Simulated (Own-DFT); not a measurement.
# What it costs to cut wurtzite GaN, m plane (10-10)

No measurement is shown. These are fixed-geometry runs of a retired plane-wave code named Own-DFT, which no person has reviewed; spin and spin-orbit coupling are neglected.

Known weak points (not all hold for every row): forces not confirmed at this smearing and k mesh; k mesh not checked against a denser one; forces on such cells passed a denser k mesh, each cell not checked.

Both sets of runs: PBE; PseudoDojo norm-conserving scalar-relativistic files (stringent for Ga); cutoff 96 hartree; Gaussian smearing of 0.01 eV. The slab has 64 atoms in 16 layers, two equal faces of 33.07 Å² as cut, 15 Å of vacuum, a dipole correction along the normal and a 6 x 6 x 1 mesh. The bulk cell has 96 atoms, the same measured lattice constants and a 3 x 4 x 3 mesh. In the slab only the 16 atoms nearest the faces were moved at random; u is their rms move along one axis. Energies are counted from -3520.29 eV for each atom.

```
slab run,u (Å),E (eV, cell)
1,0.0440,8.090
2,0.0470,8.771
3,0.0532,8.994
4,0.0551,9.392
5,0.0572,9.098
6,0.0980,12.685
7,0.0991,10.883
8,0.1015,12.161
9,0.1024,10.769
10,0.1035,14.148
11,0.1087,12.713
12,0.1101,12.380
```

| bulk run | u (Å) | E (meV/atom) |
|---|---|---|
| 1 | 0.0192 | 1.51 |
| 2 | 0.0195 | 0.92 |
| 3 | 0.0204 | 1.18 |
| 4 | 0.0205 | 1.39 |
| 5 | 0.0478 | 52.35 |
| 6 | 0.0486 | 49.90 |
| 7 | 0.0488 | 54.20 |
| 8 | 0.0499 | 65.20 |
| 9 | 0.0518 | 64.63 |
| 10 | 0.0534 | 70.79 |

The question: what is the energy of the unrelaxed surface?

## Solution

Take each set to u = 0 with E = a + b u². Rows are weighted down as u grows, with residuals divided by u² + 0.0006 Å². Slab: a = 7.62 ± 0.23 eV. Bulk: a = -9.6 ± 0.7 meV/atom. The excess is 7.62 - 64 x (-0.0096) = 8.24 ± 0.23 eV. Over two faces that is 125 meV/Å², or 1.99 ± 0.06 J/m². Relaxing the faces would lower the energy, and the unlike meshes and the reach from the smallest u down to zero add errors that aren't counted here.
